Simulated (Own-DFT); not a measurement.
# Which defects push the lattice out? C40 NbSi2

Everything here is calculated. The program is Own-DFT (plane waves, in-house, since retired, never reviewed by a person); positions were held fixed, and spin and spin-orbit coupling were off.

Method: PBE; PseudoDojo norm-conserving scalar-relativistic files; cutoff 42 hartree; 4 x 4 x 5 k mesh centred on Gamma; cold (Marzari-Vanderbilt) smearing of 0.2 eV.

Limits: forces on such cells failed a check on a denser k mesh; stress not checked against mesh or cutoff.

All runs share one cell, with vectors in Å (0.000, 8.324, 0.000); (-9.613, 0.000, 0.000); (0.000, 0.000, 6.586) and a volume of 527.0 Å³. u is the rms random offset of the atoms per axis. The defect's site can differ from row to row.

```
cell,formula,u (Å),P (GPa)
no defect,Nb12Si24,0.0210,1.54
no defect,Nb12Si24,0.0511,2.89
no defect,Nb12Si24,0.0514,2.55
two Nb on a Si site each,Nb14Si22,0.0290,7.32
two Nb on a Si site each,Nb14Si22,0.0297,?
two Nb on a Si site each,Nb14Si22,0.0482,8.62
two Nb on a Si site each,Nb14Si22,0.0543,8.80
one Si vacancy,Nb12Si23,0.0285,0.99
one Si vacancy,Nb12Si23,0.0336,1.08
one Si vacancy,Nb12Si23,0.0419,1.35
two Si on a Nb site each,Nb10Si26,0.0291,1.73
two Si on a Nb site each,Nb10Si26,0.0469,2.06
two Si on a Nb site each,Nb10Si26,0.0530,3.00
```

## What the rows give

P = P0 + c u² + a shift for each defect gives P0 = 1.20 GPa, c = 597 ± 80 GPa/Å² and a scatter of 0.23 GPa. The shifts, and each times the cell's volume:

- two Nb on a Si site each: 5.84 ± 0.19 GPa, 19.2 eV (9.6 eV for each of its 2 sites)
- two Si on a Nb site each: -0.10 ± 0.19 GPa, -0.3 eV (-0.2 eV for each of its 2 sites) (not resolved)
- one Si vacancy: -0.79 ± 0.19 GPa, -2.6 eV

Positive is outwards. The product with the volume (160.2 GPa Å³ to the eV) is nearly free of the cell's size; divided by the bulk modulus at the cell's pressure it gives the volume that the defect adds. The atoms around the defects weren't relaxed, which would change these numbers.

## Check

Asked: what pressure belongs in the blank (two Nb on a Si site each, u = 0.0297 Å)?

The fit gives 7.56 ± 0.28 GPa. The hidden result is 7.79 GPa.
